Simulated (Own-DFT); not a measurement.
## Calculated data, AlN (wurtzite, atoms displaced)

A calculation, not a measurement: plane-wave PBE density functional theory by an unreviewed code, no spin, of a simulated periodic cell, stress positive in tension, free energy of the whole cell less one offset for each atom, forces on such cells passed a denser k mesh, this cell's mesh not checked; offsets are fitted by least squares, one for each functional and potential file, so energies compare only between cells with the same atoms and settings and are not formation energies; the far tail of each file's local potential was reset to the Coulomb form; each entry is a single point on an unrelaxed cell, so the pressure reflects the starting lattice, mostly measured values (interpolated for alloys), from which strain is counted, and rises with the displacements; printed positions are rounded, which can move forces by about a meV/angstrom; the program, named Own-DFT, is a retired in-house code; no spin-orbit coupling. Program: Own-DFT development build.

Common to all runs: functional PBE; potential files PseudoDojo norm-conserving, scalar-relativistic, standard set; wave cutoff 42 hartree; occupations Fermi-Dirac; smearing width 0.1 eV; hardware one NVIDIA H100; k mesh 2 x 2 x 2 centred on Gamma.

(1) AlN (wurtzite, atoms displaced)

```
cell vectors (Å)
  12.4480     0.0000     0.0000
  -6.2240    10.7803     0.0000
   0.0000     0.0000     9.9640
atoms (fractions of the cell vectors)
Al  0.08820  0.16743  0.01951
Al  0.14377  0.07073  0.24756
N   0.07963  0.15460  0.18653
N   0.18544  0.09264  0.44297
Al  0.09335  0.17273  0.52662
Al  0.16514  0.08439  0.74727
N   0.09349  0.17595  0.69634
N   0.17275  0.07709  0.93454
Al  0.10460  0.43861  0.99539
Al  0.16832  0.32760  0.25074
N   0.08166  0.42501  0.21576
N   0.16398  0.34129  0.44596
Al  0.08544  0.41926  0.49916
Al  0.15300  0.33066  0.72955
N   0.08171  0.42746  0.67714
N   0.15537  0.32212  0.92650
Al  0.07684  0.65038  0.00291
Al  0.17447  0.58894  0.24224
N   0.06259  0.65328  0.16782
N   0.14789  0.58048  0.45761
Al  0.08265  0.65773  0.50348
Al  0.16450  0.57853  0.76644
N   0.07308  0.66203  0.68484
N   0.16838  0.57673  0.94348
Al  0.07119  0.90833  0.01493
Al  0.15655  0.83522  0.25785
N   0.08025  0.91616  0.18506
N   0.16732  0.84371  0.42466
Al  0.09173  0.92032  0.50774
Al  0.15966  0.82603  0.74501
N   0.08691  0.91809  0.68660
N   0.17196  0.83622  0.95438
Al  0.34730  0.17049  0.99666
Al  0.41351  0.07860  0.24173
N   0.35089  0.17429  0.20095
N   0.40973  0.08503  0.45676
Al  0.33296  0.17202  0.50172
Al  0.42624  0.08567  0.75445
N   0.32814  0.16324  0.68883
N   0.41742  0.09147  0.94667
Al  0.34709  0.42769  0.99533
Al  0.42500  0.33822  0.26409
N   0.33615  0.42393  0.18119
N   0.40167  0.30961  0.45418
Al  0.33795  0.42921  0.51310
Al  0.40821  0.33087  0.73589
N   0.32932  0.41669  0.66846
N   0.42356  0.34198  0.93161
Al  0.32260  0.66982  0.00311
Al  0.38540  0.56741  0.25600
N   0.33769  0.67225  0.18465
N   0.41851  0.57729  0.44553
Al  0.33551  0.66166  0.49272
Al  0.43296  0.58591  0.75104
N   0.33435  0.66638  0.69697
N   0.41882  0.57689  0.94027
Al  0.32465  0.93783  0.00234
Al  0.41865  0.84453  0.24915
N   0.33289  0.91985  0.21545
N   0.41171  0.81760  0.44107
Al  0.33099  0.91326  0.49547
Al  0.41162  0.81973  0.74991
N   0.33159  0.91531  0.70111
N   0.40677  0.82404  0.93323
Al  0.57816  0.17447  0.99993
Al  0.66389  0.06870  0.26174
N   0.59174  0.17391  0.18593
N   0.64660  0.06815  0.43592
Al  0.57437  0.16540  0.49477
Al  0.65464  0.07796  0.75144
N   0.59625  0.17454  0.69722
N   0.65996  0.08060  0.93152
Al  0.58942  0.42862  0.01162
Al  0.67974  0.33673  0.24593
N   0.59183  0.42118  0.18003
N   0.64961  0.31922  0.44447
Al  0.58335  0.41254  0.50226
Al  0.68616  0.34106  0.75532
N   0.58450  0.42503  0.68779
N   0.65992  0.33035  0.93198
Al  0.58592  0.67498  0.02730
Al  0.66981  0.57356  0.25090
N   0.57491  0.66782  0.19619
N   0.67448  0.58726  0.45237
Al  0.58138  0.65974  0.50053
Al  0.65848  0.55989  0.76266
N   0.59233  0.67798  0.68820
N   0.66251  0.59031  0.96408
Al  0.59341  0.92791  0.00296
Al  0.66505  0.83806  0.24798
N   0.58641  0.91412  0.18598
N   0.65545  0.83277  0.44844
Al  0.59099  0.91675  0.49822
Al  0.65850  0.83586  0.75725
N   0.58152  0.90837  0.68969
N   0.66311  0.83013  0.94377
Al  0.85229  0.17601  0.99486
Al  0.92452  0.09168  0.24665
N   0.85117  0.17722  0.19125
N   0.92326  0.08011  0.45488
Al  0.83519  0.17693  0.49411
Al  0.94334  0.10043  0.74697
N   0.83093  0.16618  0.68136
N   0.91095  0.08590  0.94307
Al  0.83420  0.42643  0.99158
Al  0.92658  0.33620  0.24181
N   0.83599  0.43295  0.19484
N   0.93179  0.33245  0.44007
Al  0.82767  0.40354  0.47200
Al  0.91301  0.32424  0.75310
N   0.83593  0.42652  0.68623
N   0.91181  0.33489  0.93346
Al  0.84133  0.67431  0.00412
Al  0.91979  0.58499  0.26300
N   0.83812  0.66497  0.20161
N   0.92522  0.58327  0.44137
Al  0.82641  0.66374  0.51436
Al  0.91495  0.58958  0.74693
N   0.83373  0.67617  0.68674
N   0.92922  0.58620  0.94531
Al  0.81408  0.91175  0.99842
Al  0.90969  0.82506  0.23497
N   0.84271  0.92324  0.17895
N   0.91496  0.82696  0.44135
Al  0.83248  0.90789  0.48582
Al  0.91883  0.82821  0.76000
N   0.82128  0.92221  0.68468
N   0.90899  0.84632  0.94298
```

The calculation gives: free energy of cell above offsets -25.148 eV; pressure 11.69 GPa; stress xx -6.71 GPa; stress yy -14.89 GPa; stress zz -13.47 GPa; stress yz 0.32 GPa; stress xz 0.6 GPa; stress xy 0.97 GPa; wall time 371.3 s.

Force:
```
element  x (eV/Å)  y (eV/Å)  z (eV/Å)
     Al      0.03    -0.541     -7.59
     Al      5.06     1.038     3.089
      N    -0.798     3.512     3.215
      N    -5.894    -2.902    -1.169
     Al    -0.151    -0.955    -7.389
     Al     2.131    -0.846     1.435
      N     1.983    -1.151     0.869
      N    -1.225     0.529     2.189
     Al    -0.322    -11.31     2.953
     Al    -0.663     0.634       0.9
      N     4.738     0.286    -3.883
      N     3.031    -1.577    -0.694
     Al    -0.583     1.095    -0.471
     Al     1.464     4.586      2.56
      N     0.327    -2.052     3.438
      N     0.279     2.162     1.641
     Al     2.095     4.301    -2.923
     Al    -3.152     0.969     2.033
      N     2.954     2.126     6.799
      N     8.396    -1.091    -4.739
     Al     -4.98     4.299     0.998
     Al     0.225     1.408    -4.843
      N     1.681     1.087     2.355
      N    -1.874     6.406    -1.223
     Al     1.407     1.521    -5.441
     Al     1.285     -1.22     -4.68
      N    -0.562    -0.875     3.097
      N     0.856    -1.995     5.586
     Al    -1.618     0.151     -2.29
     Al     1.274     1.333     1.564
      N     -0.99    -0.493     1.905
      N    -3.056    -2.546    -1.573
     Al    -5.297      2.92     1.496
     Al     1.277     3.171     3.121
      N    -2.991     0.112     -2.36
      N     1.699    -1.349    -1.754
     Al     2.612    -7.859     3.383
     Al    -1.476    -0.167    -1.545
      N      0.97     0.507     1.113
      N     2.805     -0.88    -1.856
     Al    -0.761     -3.88    -0.317
     Al    -0.359    -1.132      -1.1
      N    -0.001    -3.544     1.296
      N     0.625     13.24    -3.797
     Al     -0.03    -3.429    -9.108
     Al     0.878     0.154     1.119
      N    -0.064    -0.384     11.28
      N     0.332    -0.736     0.476
     Al     3.962     1.111    -1.357
     Al     3.728     3.537     0.311
      N    -1.444     -0.09     1.406
      N    -1.102     1.274    -2.131
     Al    -1.831    -0.855     2.928
     Al    -2.308    -0.043     0.126
      N     0.038    -3.409    -1.303
      N    -0.887     3.907    -0.402
     Al     3.311    -3.496     0.635
     Al     1.697    -2.125     0.696
      N    -1.331    -1.348    -3.303
      N     -0.48     3.169    -1.065
     Al     0.331     0.466     0.904
     Al    -0.435     3.293     0.052
      N     0.265    -0.338    -1.332
      N     0.225     2.443     2.434
     Al     3.056    -1.053     0.093
     Al    -0.423     3.097    -3.399
      N     0.341    -1.677     0.921
      N     1.042     3.323     1.321
     Al     0.441    -2.762     1.948
     Al     3.039    -0.825     -1.07
      N    -2.345     0.042    -1.439
      N     0.354     1.759     2.245
     Al    -0.691    -2.005    -4.726
     Al    -2.785    -1.508     0.252
      N    -0.307    -1.779     5.575
      N     2.412     3.391    -2.463
     Al    -1.111     0.409     0.545
     Al     -2.73    -1.512     -1.87
      N      0.26    -5.659    -1.412
      N     0.411     2.869     2.325
     Al    -1.275    -1.028    -4.942
     Al    -1.354      3.02     0.895
      N       0.8    -0.674     4.365
      N    -1.899    -2.948    -2.657
     Al     0.319     2.212     0.377
     Al    -1.002     8.055     1.705
      N     0.533    -2.685     0.534
      N     2.708     0.258    -2.268
     Al    -1.861    -2.111    -1.715
     Al     1.766     -1.87     1.614
      N    -1.708     0.946     0.451
      N     4.666    -2.064    -3.472
     Al    -3.602    -0.906     2.941
     Al     3.109    -0.143    -0.794
      N    -3.009     1.872    -0.409
      N     -2.45    -0.535     0.268
     Al    -4.261     0.349     1.038
     Al    -0.715    -2.202     2.217
      N    -1.962    -1.545    -0.551
      N    -0.476     1.317    -2.232
     Al     1.258    -3.389     1.045
     Al    -6.757    -5.149     1.228
      N     0.394     0.309     1.018
      N     3.918    -1.442     -1.16
     Al      0.13    -2.351     1.072
     Al    -3.295    -0.081     1.591
      N     1.984    -2.943    -0.974
      N    -4.253    -0.286    -2.039
     Al     0.515     1.977     2.901
     Al    -0.926     1.815    -2.365
      N     1.466    -0.515    -0.633
      N     0.888     1.697      2.02
     Al    -0.802     -0.77     0.313
     Al    -0.094     1.095    -0.934
      N    -0.948    -0.792    -2.031
      N    -2.523    -1.144      1.01
     Al     2.861     1.308    -3.145
     Al     0.263    -0.845    -0.198
      N     0.439    -2.488     4.254
      N    -4.911    -0.067    -3.099
     Al     2.651     3.176    -0.621
     Al    -0.221     1.835     3.014
      N    -1.686    -0.576     2.303
      N     0.927     0.345    -1.176
     Al     -1.31     1.063     2.867
     Al    -2.397     2.863    -1.934
      N     3.118     0.308     1.058
      N     2.711    -2.507      0.64
```

(2) AlN (wurtzite, atoms displaced)

```
cell vectors (Å)
  12.4480     0.0000     0.0000
  -6.2240    10.7803     0.0000
   0.0000     0.0000     9.9640
atoms (fractions of the cell vectors)
Al  0.08791  0.15941  0.00616
Al  0.17516  0.07207  0.25554
N   0.08748  0.17135  0.19658
N   0.17540  0.08342  0.46245
Al  0.08367  0.16789  0.50745
Al  0.16626  0.08906  0.76330
N   0.08968  0.17000  0.71604
N   0.16439  0.07353  0.93813
Al  0.07127  0.40501  0.98742
Al  0.15967  0.33410  0.25374
N   0.08036  0.41468  0.19201
N   0.17031  0.34104  0.42473
Al  0.06310  0.39353  0.50864
Al  0.15576  0.33780  0.75244
N   0.08898  0.40446  0.68753
N   0.15206  0.31076  0.93014
Al  0.08771  0.66474  0.99245
Al  0.16309  0.57767  0.24892
N   0.08454  0.67379  0.20175
N   0.18050  0.58869  0.43677
Al  0.08007  0.66723  0.50676
Al  0.16083  0.58031  0.77057
N   0.09587  0.66797  0.67532
N   0.16005  0.58169  0.94489
Al  0.08020  0.91998  0.00944
Al  0.18667  0.83686  0.24917
N   0.07280  0.92233  0.19346
N   0.17133  0.83492  0.44119
Al  0.06738  0.91830  0.49715
Al  0.16643  0.82576  0.76097
N   0.07820  0.91376  0.67665
N   0.17731  0.83530  0.92640
Al  0.34457  0.17386  0.99071
Al  0.40380  0.09098  0.26781
N   0.34412  0.17796  0.18149
N   0.41104  0.06393  0.44129
Al  0.33432  0.16241  0.48081
Al  0.42174  0.10333  0.75907
N   0.34364  0.17421  0.69135
N   0.39488  0.07473  0.93800
Al  0.33457  0.39017  0.01611
Al  0.40463  0.33290  0.25093
N   0.32749  0.40615  0.18144
N   0.42996  0.34978  0.45463
Al  0.33020  0.42247  0.49149
Al  0.42165  0.33621  0.75794
N   0.34933  0.42875  0.69385
N   0.43011  0.34126  0.95622
Al  0.33671  0.66570  0.99969
Al  0.40917  0.56708  0.24702
N   0.30603  0.65092  0.19032
N   0.41392  0.57373  0.41938
Al  0.34648  0.67590  0.49695
Al  0.41485  0.58010  0.72348
N   0.33780  0.66825  0.68714
N   0.43020  0.58229  0.94554
Al  0.33373  0.91349  0.99527
Al  0.42175  0.83011  0.25238
N   0.33944  0.92169  0.17435
N   0.42401  0.82964  0.43770
Al  0.33213  0.91299  0.51002
Al  0.42780  0.84721  0.77406
N   0.33539  0.91541  0.69590
N   0.41328  0.81974  0.94495
Al  0.58235  0.15722  0.01569
Al  0.67696  0.09291  0.24369
N   0.58164  0.16864  0.17687
N   0.65391  0.07320  0.43283
Al  0.57861  0.16591  0.52385
Al  0.65835  0.09518  0.73365
N   0.58052  0.15713  0.69115
N   0.67608  0.08887  0.93878
Al  0.58508  0.40070  0.00447
Al  0.66968  0.34179  0.24931
N   0.58040  0.41750  0.19755
N   0.66844  0.33814  0.43892
Al  0.57020  0.39899  0.50149
Al  0.67323  0.34583  0.74627
N   0.58522  0.41482  0.67743
N   0.65209  0.33426  0.95329
Al  0.58294  0.65981  0.01644
Al  0.66764  0.58413  0.26065
N   0.58014  0.66801  0.18740
N   0.66844  0.57854  0.42166
Al  0.58449  0.67041  0.50470
Al  0.66866  0.58244  0.74998
N   0.58341  0.67762  0.67882
N   0.66931  0.59298  0.93558
Al  0.57276  0.92028  0.99524
Al  0.65989  0.83998  0.26538
N   0.58709  0.92099  0.19838
N   0.68210  0.83409  0.45296
Al  0.58404  0.91446  0.48892
Al  0.66502  0.82398  0.76114
N   0.56526  0.90793  0.69528
N   0.65220  0.83183  0.94390
Al  0.81894  0.16368  0.02134
Al  0.91701  0.08524  0.25310
N   0.82736  0.16211  0.18378
N   0.92430  0.08530  0.44741
Al  0.83679  0.17104  0.51124
Al  0.92216  0.08806  0.76683
N   0.82189  0.16494  0.70138
N   0.90765  0.08572  0.94164
Al  0.83443  0.41000  0.98586
Al  0.93302  0.33128  0.26810
N   0.84373  0.42723  0.17470
N   0.91302  0.33005  0.43611
Al  0.82455  0.39782  0.49816
Al  0.91967  0.33634  0.73981
N   0.82181  0.40386  0.68997
N   0.91890  0.34155  0.92989
Al  0.86010  0.66796  0.02333
Al  0.91805  0.57219  0.26165
N   0.83301  0.69547  0.21044
N   0.91026  0.57573  0.44743
Al  0.82887  0.66918  0.49112
Al  0.91691  0.57151  0.76031
N   0.82209  0.64674  0.69610
N   0.92138  0.60468  0.94340
Al  0.83481  0.90824  0.99397
Al  0.91111  0.83325  0.26096
N   0.82778  0.91228  0.18942
N   0.91949  0.82574  0.43978
Al  0.82983  0.89929  0.49679
Al  0.92737  0.85437  0.76657
N   0.83063  0.92574  0.68438
N   0.91655  0.84125  0.94979
```

Results for AlN (wurtzite, atoms displaced): free energy of cell above offsets -16.733 eV; pressure 13.44 GPa; stress xx -13.79 GPa; stress yy -8.4 GPa; stress zz -18.12 GPa; stress yz -0.93 GPa; stress xz 0.08 GPa; stress xy -0.09 GPa; wall time 397 s.

Force:
```
element  x (eV/Å)  y (eV/Å)  z (eV/Å)
     Al    -2.417    -0.765     0.081
     Al    -2.566     2.839     0.138
      N     0.427    -1.278    -0.068
      N    -2.991    -0.044    -3.122
     Al     1.603     0.409     0.357
     Al     2.675    -1.566    -3.522
      N    -1.898     0.505    -3.852
      N     0.567     1.977     2.383
     Al     2.987      0.91     2.603
     Al     1.456    -0.353    -3.573
      N     0.396    -0.427    -1.727
      N    -0.809    -1.932     5.144
     Al     3.886     5.096    -1.873
     Al      9.57    -3.626     2.719
      N    -8.492     4.185    -1.817
      N     0.454     3.321     2.561
     Al    -1.927     2.285     2.972
     Al    -3.738    -0.519     2.637
      N    -0.076    -1.321    -2.182
      N    -2.416    -1.833     1.021
     Al     1.338    -0.303    -4.996
     Al     2.537     1.424    -5.772
      N    -1.333    -1.794     6.546
      N     1.907        -2     0.689
     Al     1.253     -1.11    -0.515
     Al    -2.456    -1.065     1.217
      N     2.444    -1.132     0.113
      N     -0.97     0.351    -0.392
     Al     5.237       0.1     0.967
     Al    -0.424     1.595    -6.815
      N     0.402     0.656     3.706
      N    -2.168     -1.32     6.119
     Al    -2.154    -0.864     1.311
     Al     4.762     -1.62    -4.175
      N    -1.709    -1.816     1.711
      N    -0.512     4.342     0.685
     Al     1.488     2.127     4.298
     Al     1.077    -4.155    -0.758
      N    -2.395     0.555    -0.393
      N      4.52     0.325     0.133
     Al    -4.605     4.588    -5.254
     Al     3.418     1.209      1.55
      N     -2.04     0.338     4.616
      N    -7.047    -5.662    -4.559
     Al     1.109    -0.833     2.238
     Al     -0.41      1.19    -1.218
      N    -1.582    -5.677    -1.886
      N     0.428    -3.318    -3.484
     Al     1.551    -3.603     0.985
     Al    -0.465     2.616    -3.674
      N     6.746     3.978    -2.277
      N     0.368     2.619     4.214
     Al    -1.542    -3.071     0.674
     Al     0.228     4.526     4.449
      N    -1.454    -0.198     1.132
      N    -3.539    -1.906    -0.635
     Al    -0.244     0.075    -0.687
     Al    -1.579     -0.52    -1.068
      N      0.48     0.628     2.788
      N    -1.212     1.341    -0.789
     Al     0.336    -2.519     0.812
     Al    -3.106    -3.229    -4.319
      N    -0.429     1.007     0.971
      N    -1.812     2.991     1.888
     Al    -1.114     0.512    -7.222
     Al    -4.109    -2.144     1.911
      N    -0.014     0.744     8.202
      N     1.298     3.431     1.337
     Al     0.293    -0.742    -7.273
     Al     8.159    -6.974     4.506
      N      -7.4     5.754     1.682
      N     -4.15    -0.994    -0.494
     Al    -8.231     9.295     4.663
     Al     0.385    -0.923    -1.023
      N    -0.026    -0.289    -0.579
      N     0.034    -2.993     0.331
     Al     5.596     5.502    -0.235
     Al    -3.047    -2.288     2.012
      N    -0.417    -0.112     3.203
      N      11.8    -5.722    -5.977
     Al     0.216     1.305    -3.807
     Al     -1.32      0.91    -7.299
      N    -0.462    -0.013     4.793
      N    -1.097     0.053     9.056
     Al     1.049    -2.009    -3.391
     Al    -1.857     0.046     0.643
      N     1.299    -2.617     1.509
      N      2.06     -1.75      1.46
     Al     3.761    -0.329      1.16
     Al      3.25    -2.018    -2.408
      N     -1.45     0.566    -1.274
      N    -5.825    -1.326     -2.72
     Al     0.589    -0.224     3.213
     Al    -1.643     2.549    -0.586
      N      4.73     3.597    -2.121
      N     2.209     0.132     0.503
     Al     3.392     0.604    -7.764
     Al     0.991    -1.629    -0.769
      N     2.865     2.649     6.601
      N    -1.479    -0.099    -0.511
     Al    -0.562    -3.741    -0.496
     Al    -1.722    -0.679    -2.389
      N     2.351     1.656    -2.005
      N     1.293    -0.476     2.997
     Al    -2.946     1.766     2.276
     Al    -2.936    -0.401    -5.778
      N    -0.375    -2.497     1.356
      N    -0.369    -1.378     3.375
     Al    -1.597     3.979     0.466
     Al    -0.321    -1.908     1.685
      N     3.711     1.791     -0.41
      N    -0.361    -2.027    -0.755
     Al       -11      4.52     3.428
     Al    -0.286     3.114     0.061
      N     2.112    -10.92    -4.517
      N     0.786    -0.767     0.089
     Al     0.956    -3.658     2.145
     Al    -1.869     2.805    -2.653
      N     2.417     2.707    -1.748
      N     8.242    -6.353    -4.444
     Al    -6.493     2.512     2.697
     Al     0.153     7.338    -0.026
      N    -0.519      1.72      1.36
      N    -2.533     0.969     0.317
     Al     2.647     4.233     2.421
     Al    -0.465    -2.497    -2.569
      N     1.527     -0.78     1.858
      N     4.685    -2.214      -1.1
```
